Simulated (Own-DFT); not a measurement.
# Which arrangement is lower? As32Ga32, 64 atoms

These are calculations, not measurements. The program, named Own-DFT, is a retired in-house plane-wave density functional code that no person has reviewed. Each row is one single-point run on a periodic cell that was not relaxed, without spin or spin-orbit coupling.

Settings of every run: PBE; PseudoDojo norm-conserving scalar-relativistic files; cutoff 42 hartree; 3 x 3 x 3 k mesh centred on Gamma; Fermi-Dirac smearing of 0.1 eV.

Known limits, some of them of some rows only: not probed for a lower state with spin; forces on such cells failed a check on a denser k mesh; forces not confirmed at this smearing and k mesh; stress not checked against mesh or cutoff.

All cells hold the same atoms in the same cell, with vectors in Å (11.307, 0.000, 0.000); (0.000, 11.307, 0.000); (0.000, 0.000, 11.307). Every atom was moved at random from its ideal site; u is the rms move along one axis. The defect's site can differ from row to row. E is the free energy of the cell above the lowest run. The arrangements:

- A: zincblende GaAs
- B: zincblende GaAs, with one As on a Ga site and one Ga on an As site, 2.4 Å apart

```
arrangement   u (Å)  E (eV)  P (GPa)
          A  0.0202   0.028     3.52
          A  0.0204   0.000     3.51
          A  0.0223   0.138     3.54
          A  0.0516   2.361     4.04
          A  0.0517   2.030     3.94
          A  0.0543   2.357     3.99
          B  0.0284   2.892     3.89
          B  0.0314   3.244     3.98
          B  0.0314   3.218     3.94
          B  0.0481   4.577     4.26
          B  0.0513   4.552     4.24
          B  0.0534   4.788     4.25
```

Question: once the cost of the random moves is taken out, how do the arrangements rank?

## Worked answer

Fit E = a + b u², with one b for all and one a for each arrangement, and with residuals divided by u², since the noise grows with the moves. Then b = 948 eV/Å², the scatter at u = 0.04 Å is 0.12 eV, and against A:

- B: 2.59 ± 0.05 eV (higher)

These are energies of unrelaxed cells. Relaxing the atoms lowers the strained arrangements most, so the gaps would shrink and small ones could change sign.
